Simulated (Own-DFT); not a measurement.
## Calculated data, Hf₁₆O₃₁ (monoclinic hafnia with two neutral oxygen vacancies, atoms displaced)

All values are calculated (Own-DFT development build). A calculation, not a measurement: plane-wave PBE and HSE06 DFT by an unreviewed code, no spin, of a simulated cell at Gamma alone, so results move with cell size and shape, stress positive in tension, energies less offsets, not probed for a lower state with spin; hafnium file: forces about 75 meV/angstrom off all-electron values; oxygen file: force components 24 meV/angstrom off all-electron in a glass; k mesh not checked against a denser one; forces and stress are PBE's, HSE06 gives the energy alone, and its difference from PBE has offsets of its own; offsets are fitted by least squares, one for each functional and potential file, so energies compare only between cells with the same atoms and settings and are not formation energies; the far tail of each file's local potential was reset to the Coulomb form; each entry is a single point on an unrelaxed cell, so the pressure reflects the starting lattice, mostly measured values, from which strain is counted, and rises with the displacements; printed positions are rounded, which can move forces by about a meV/angstrom; the program is a retired in-house code; no spin-orbit coupling.

Settings shared by all entries: first functional PBE; second functional HSE06; exact exchange share 0.25; screening 0.11 1/bohr; exchange divergence Gygi-Baldereschi; potential files PseudoDojo norm-conserving, scalar-relativistic, made for PBE, standard set; wave cutoff 48 hartree; occupations fixed; k mesh 1 x 1 x 1 centred on Gamma.

(1) Hf₁₆O₃₁ (monoclinic hafnia with two neutral oxygen vacancies, atoms displaced)

```
Hf16O31
1.0
     10.2340     0.0000     0.0000
      0.0000    10.3500     0.0000
     -1.6955     0.0000    10.4453
Hf O Hf O Hf O Hf O Hf O Hf O Hf O Hf O
4 8 4 8 4 8 4 8 4 7 4 7 4 8 4 8
Direct
  0.13221 0.02229 0.10639
  0.36298 0.26905 0.14812
  0.36358 0.48095 0.39487
  0.13743 0.23111 0.35240
  0.03697 0.16612 0.17852
  0.46661 0.41804 0.07610
  0.46183 0.33641 0.32722
  0.03942 0.08761 0.42610
  0.22863 0.38306 0.23808
  0.27000 0.12630 0.00602
  0.27724 0.12064 0.26435
  0.22446 0.36836 0.49192
  0.13475 0.02426 0.60786
  0.36165 0.26900 0.64469
  0.35961 0.47859 0.89866
  0.13991 0.23322 0.85626
  0.03788 0.16975 0.67653
  0.46433 0.42242 0.57706
  0.46294 0.33502 0.82643
  0.03816 0.08252 0.92695
  0.22207 0.38459 0.74272
  0.27441 0.13111 0.51051
  0.27773 0.12065 0.75324
  0.22915 0.37357 0.99354
  0.13506 0.51545 0.10836
  0.36353 0.76861 0.14172
  0.36607 0.98468 0.39429
  0.13839 0.73240 0.35538
  0.04135 0.66835 0.17076
  0.45957 0.91785 0.07292
  0.46233 0.83459 0.32591
  0.04031 0.58100 0.42190
  0.22703 0.88220 0.24388
  0.27735 0.62932 0.00933
  0.27564 0.62112 0.25406
  0.22518 0.87571 0.49339
  0.13829 0.52386 0.60294
  0.36161 0.77242 0.64677
  0.35906 0.97619 0.89499
  0.13801 0.73361 0.85268
  0.03559 0.66318 0.67817
  0.46254 0.91496 0.57914
  0.46293 0.83876 0.82322
  0.03808 0.58335 0.92451
  0.22452 0.87673 0.73977
  0.28008 0.62703 0.51367
  0.27629 0.62156 0.76044
  0.22290 0.86948 0.99300
  0.63920 0.01825 0.10553
  0.86577 0.27315 0.14799
  0.86030 0.48282 0.39597
  0.63822 0.23357 0.35825
  0.53547 0.16182 0.17565
  0.96115 0.33605 0.32439
  0.53481 0.08267 0.42374
  0.71832 0.37761 0.23832
  0.77461 0.12735 0.00822
  0.77524 0.12755 0.26238
  0.72388 0.36867 0.49012
  0.63687 0.01990 0.60801
  0.86225 0.27070 0.64573
  0.86329 0.48275 0.89973
  0.63761 0.23195 0.85499
  0.53976 0.16780 0.67451
  0.96022 0.41379 0.57470
  0.53872 0.08606 0.92714
  0.72440 0.38110 0.73896
  0.77471 0.12825 0.50954
  0.77203 0.11763 0.76140
  0.72489 0.37646 0.99044
  0.63625 0.52253 0.10525
  0.86419 0.76828 0.14919
  0.86565 0.97864 0.39359
  0.63315 0.72999 0.35212
  0.52806 0.67100 0.17312
  0.96243 0.92023 0.07411
  0.96407 0.83433 0.32445
  0.53558 0.57892 0.42410
  0.72513 0.88153 0.23677
  0.77470 0.63486 0.00921
  0.77800 0.62090 0.26505
  0.72266 0.86883 0.49062
  0.63775 0.52129 0.60335
  0.86291 0.76930 0.64450
  0.86124 0.98614 0.89861
  0.64763 0.73084 0.85378
  0.53680 0.67068 0.67227
  0.95696 0.91697 0.57024
  0.96586 0.83597 0.82174
  0.53511 0.58351 0.92417
  0.72624 0.87745 0.73811
  0.76853 0.63453 0.50930
  0.77931 0.62334 0.75783
  0.72483 0.86893 0.99266
```

```
PBE energy of cell above offsets : -91.540 eV
HSE06 less PBE above offsets     : 0.375 eV
PBE pressure                     : 3.46 GPa
PBE stress xx                    : -3.14 GPa
PBE stress yy                    : -3.35 GPa
PBE stress zz                    : -3.9 GPa
PBE stress yz                    : -0.23 GPa
PBE stress xz                    : -0.72 GPa
PBE stress xy                    : 0.49 GPa
```

Force:
```
element  x (eV/Å)  y (eV/Å)  z (eV/Å)
     Hf      1.56     -1.02     -0.13
     Hf     0.693    -0.156    -0.523
     Hf    -0.713     0.359     0.389
     Hf     0.582     0.044     1.265
      O    -0.733     0.563    -0.542
      O     -0.09    -0.597     0.684
      O     0.657    -0.708    -0.061
      O    -0.825    -0.299    -0.277
      O     -0.75    -0.894     0.358
      O     0.403     0.734     0.759
      O    -0.135     0.989    -0.769
      O    -0.091     0.401    -0.348
     Hf     0.936    -0.727    -0.788
     Hf     0.256     0.693      0.17
     Hf     0.599     1.091    -0.629
     Hf     -0.06    -0.049     0.171
      O     -0.86     0.543      0.34
      O    -0.273    -0.867       0.3
      O     0.251    -0.354    -0.004
      O    -0.464     0.599    -0.861
      O    -0.219    -0.865    -0.136
      O     0.178    -0.155    -0.015
      O    -0.322     0.098      0.86
      O    -0.713    -0.715    -0.144
     Hf     0.631     0.911     -1.25
     Hf    -1.966     0.896     0.244
     Hf    -0.965    -1.185     0.754
     Hf     1.367     0.211    -0.156
      O    -1.001     0.341     0.235
      O     0.826     0.111     0.409
      O     0.552    -0.186     0.241
      O    -0.688      0.18    -0.226
      O    -0.576    -0.196    -0.433
      O    -0.264    -0.274    -0.019
      O    -0.149     0.025     1.213
      O    -0.509    -0.555    -0.487
     Hf     0.386    -0.555     0.777
     Hf     0.271    -0.344    -0.002
     Hf     0.556      0.61      0.21
     Hf     0.251     -0.73     0.752
      O    -0.309     0.011     -0.99
      O     0.822     0.871    -0.286
      O     0.955    -0.501     0.585
      O    -0.837    -0.808     0.138
      O    -0.752      0.54     0.084
      O    -0.419     0.305    -0.602
      O    -0.066     0.124    -0.017
      O    -0.235     0.264    -0.526
     Hf    -0.593     0.781     -0.51
     Hf    -0.721     0.237    -0.952
     Hf    -0.016    -0.614     0.197
     Hf     0.027    -1.048    -0.666
      O    -0.655     0.539     0.084
      O     0.449     0.052     0.032
      O      0.51     0.605     0.102
      O     0.325     0.364     0.164
      O      0.39     0.513      0.79
      O     0.411    -0.505    -0.034
      O     -0.04      0.73     -0.03
     Hf     0.212    -0.552    -0.714
     Hf    -0.519    -0.291     0.011
     Hf    -0.087    -0.175    -0.468
     Hf    -0.168    -0.183     0.241
      O    -0.788     0.455    -0.313
      O     0.665      0.54     0.378
      O    -0.703    -0.152    -0.558
      O     0.904    -0.197     0.373
      O     0.147     0.062     0.468
      O     0.479     0.585    -0.125
      O     0.631    -0.143     0.287
     Hf    -0.144    -0.086    -0.621
     Hf     0.104     0.533    -1.003
     Hf    -1.258     0.829     0.346
     Hf    -0.195     0.554      0.92
      O     2.071    -1.318     0.013
      O    -0.224    -0.677     0.917
      O     0.573    -0.311     0.264
      O     0.386      0.76     -0.87
      O     0.051    -0.619     0.635
      O     0.413    -0.839     0.323
      O    -0.299     0.553    -0.811
      O    -0.056     0.386    -0.727
     Hf    -0.495     0.488     0.556
     Hf    -0.424      0.49      0.09
     Hf      0.17    -1.028     -0.66
     Hf    -1.899    -0.048    -0.472
      O     0.393    -0.451     0.061
      O     1.241     0.305     0.697
      O    -0.189     0.472     0.549
      O     0.472     0.508    -0.129
      O    -0.176     0.061     0.402
      O     0.785    -0.959    -0.216
      O     0.005    -0.324     0.572
      O     0.088     0.346    -0.308
```

(2) Hf₁₆O₃₁ (monoclinic hafnia with two neutral oxygen vacancies, atoms displaced)

```
Hf16O31
1.0
     10.2340     0.0000     0.0000
      0.0000    10.3500     0.0000
     -1.6955     0.0000    10.4453
Hf O Hf O Hf O Hf O Hf O Hf O Hf O Hf O
4 8 4 8 4 8 4 8 4 8 4 8 4 6 4 8
Direct
  0.13618 0.01989 0.10108
  0.36696 0.26733 0.14922
  0.36189 0.47412 0.39596
  0.13298 0.23073 0.35456
  0.03269 0.16610 0.17170
  0.46665 0.41398 0.07406
  0.46095 0.33753 0.32366
  0.04269 0.08816 0.42535
  0.22744 0.37456 0.24028
  0.27702 0.13034 0.01202
  0.27826 0.12014 0.26601
  0.22866 0.37099 0.49052
  0.13966 0.01694 0.60263
  0.35931 0.26941 0.64560
  0.36317 0.48003 0.89405
  0.14102 0.23261 0.85975
  0.03730 0.16735 0.67114
  0.46080 0.41588 0.57613
  0.46207 0.32613 0.82514
  0.03762 0.08355 0.91902
  0.22291 0.37194 0.74139
  0.27384 0.12144 0.50559
  0.28319 0.12357 0.75970
  0.22536 0.37590 0.98805
  0.14453 0.51918 0.10644
  0.36044 0.77521 0.14315
  0.36292 0.97965 0.39257
  0.13758 0.73278 0.35744
  0.03670 0.66343 0.17348
  0.46390 0.91346 0.07994
  0.46347 0.83336 0.32553
  0.03765 0.57864 0.42614
  0.22299 0.87790 0.24161
  0.27350 0.62650 0.01372
  0.27482 0.61993 0.26411
  0.22680 0.86733 0.49123
  0.13509 0.52104 0.60603
  0.35743 0.76607 0.64352
  0.36123 0.97611 0.89505
  0.14369 0.73819 0.85401
  0.03980 0.66366 0.67082
  0.46646 0.91506 0.57702
  0.46345 0.83498 0.82858
  0.03843 0.58382 0.92401
  0.22630 0.88551 0.73489
  0.27364 0.63041 0.51209
  0.28238 0.61758 0.76704
  0.22423 0.86423 0.98942
  0.63313 0.01778 0.10125
  0.85950 0.26576 0.14513
  0.86705 0.48406 0.39631
  0.63693 0.22705 0.35908
  0.53746 0.16529 0.17347
  0.95853 0.41500 0.07938
  0.96796 0.33081 0.32373
  0.53647 0.08577 0.42341
  0.71895 0.37938 0.24124
  0.77345 0.12923 0.00296
  0.77739 0.11888 0.26119
  0.72357 0.37064 0.48921
  0.63764 0.01996 0.60368
  0.85678 0.26787 0.64582
  0.86170 0.47621 0.89412
  0.63675 0.22560 0.85735
  0.54051 0.16934 0.67233
  0.96571 0.41829 0.57344
  0.96088 0.33575 0.82629
  0.54003 0.08398 0.92702
  0.73103 0.37955 0.74585
  0.77919 0.12327 0.50885
  0.77200 0.11970 0.76172
  0.72635 0.37371 0.98795
  0.63511 0.51638 0.09561
  0.86123 0.76706 0.14704
  0.86242 0.97528 0.39932
  0.63742 0.73266 0.35086
  0.53219 0.66759 0.17313
  0.53625 0.57678 0.42361
  0.73153 0.88500 0.24436
  0.77428 0.62923 0.01378
  0.77899 0.63071 0.26068
  0.72069 0.87418 0.49327
  0.63675 0.51593 0.60630
  0.86411 0.77064 0.64674
  0.85909 0.97706 0.89704
  0.63659 0.72636 0.85245
  0.53232 0.66858 0.67467
  0.96768 0.91248 0.58010
  0.96152 0.83143 0.81892
  0.53380 0.58057 0.91953
  0.72613 0.87652 0.74178
  0.77435 0.63177 0.50907
  0.77339 0.62219 0.75850
  0.72284 0.87160 0.99109
```

```
PBE energy of cell above offsets : -90.739 eV
HSE06 less PBE above offsets     : 0.435 eV
PBE pressure                     : 3.7 GPa
PBE stress xx                    : -3.34 GPa
PBE stress yy                    : -3.75 GPa
PBE stress zz                    : -4.02 GPa
PBE stress yz                    : -0.1 GPa
PBE stress xz                    : -0.22 GPa
PBE stress xy                    : -0.56 GPa
```

Force:
```
element  x (eV/Å)  y (eV/Å)  z (eV/Å)
     Hf    -0.846     0.472      0.87
     Hf    -0.736     0.611    -0.364
     Hf    -0.312     1.371     -0.15
     Hf     1.594    -0.012    -0.074
      O     0.711    -0.958    -0.535
      O    -0.213     -0.25     0.022
      O     1.521    -1.303     0.311
      O    -2.224    -1.906    -0.173
      O    -0.389     0.254    -0.475
      O    -0.097    -0.548    -0.077
      O     0.029     0.153    -1.086
      O    -0.742    -0.452    -0.004
     Hf    -0.089     2.041    -0.148
     Hf     0.136    -0.702    -0.329
     Hf    -0.543    -1.248     0.228
     Hf    -0.259    -0.043    -1.402
      O    -0.271    -0.003      0.25
      O     0.827     0.086     0.726
      O     0.022     0.843     0.537
      O    -0.674    -0.987      0.62
      O    -0.053     0.923    -0.351
      O     0.659      0.73     1.077
      O    -0.495    -0.729     0.643
      O    -0.136    -0.576     0.315
     Hf    -1.346    -0.026    -0.095
     Hf    -0.305    -2.271     1.402
     Hf    -0.425     0.057     0.965
     Hf     0.032    -0.732    -0.947
      O    -0.794     1.029     0.334
      O     0.307     0.895    -0.694
      O      0.28     0.122     -0.01
      O     0.448     1.032    -0.764
      O    -0.173     0.199    -0.603
      O      0.89     0.616    -0.187
      O    -0.016     0.094    -0.076
      O    -0.339     0.338    -0.369
     Hf     0.862    -1.064     0.078
     Hf     1.181     0.654    -0.059
     Hf     0.547     1.315    -0.496
     Hf    -1.842    -2.916    -0.194
      O    -0.451     1.021     0.452
      O    -0.266    -0.173     0.067
      O     0.074    -0.168     0.228
      O    -0.053     0.437    -0.417
      O    -0.203    -1.305     1.275
      O    -0.076     -0.33     0.208
      O    -0.539     1.118    -0.793
      O     0.172     1.624      0.15
     Hf      1.47     0.501     1.075
     Hf    -0.159     0.865     0.242
     Hf    -1.035    -0.769    -0.514
     Hf     0.994     0.857    -1.067
      O    -0.129     -0.09     0.147
      O     0.959     0.311      -0.1
      O    -1.312      1.08     0.374
      O    -0.536     -0.45    -0.025
      O     0.536     0.169    -0.329
      O      0.32    -0.205     1.054
      O    -0.261     0.343     0.123
      O    -0.004    -0.237     0.617
     Hf    -0.318     -0.39     0.552
     Hf     1.448     0.085     0.165
     Hf      0.89     1.167     0.983
     Hf     0.358     1.003     -0.95
      O     -0.46     0.051    -0.261
      O    -0.761     -0.79     0.481
      O     1.313    -1.023    -0.054
      O    -1.663    -1.052    -0.361
      O     -1.01    -0.089    -1.129
      O    -0.157     0.631     0.468
      O      0.67     0.018    -0.288
      O    -0.897    -0.605     0.021
     Hf     0.325     0.405       1.9
     Hf     0.428     0.095     0.139
     Hf      0.85      0.59    -0.824
     Hf    -0.299     -1.21     0.728
      O     0.449    -0.288    -0.409
      O       0.4     0.816    -0.081
      O    -0.027    -0.877    -0.103
      O    -0.011     0.044    -0.797
      O     -0.07    -0.621     0.132
      O     0.484    -0.303     -0.58
     Hf     -0.11     0.941    -0.782
     Hf    -0.818    -0.739    -0.621
     Hf     0.501     0.222    -0.488
     Hf     0.379     0.487    -0.042
      O     0.285    -0.647    -0.311
      O     0.172     0.433    -0.872
      O     0.921      0.44     1.594
      O     0.265     0.244    -0.132
      O    -0.437     0.223    -0.075
      O     0.082    -0.444     0.067
      O     0.026    -0.343     0.289
      O     0.564    -0.186     0.154
```
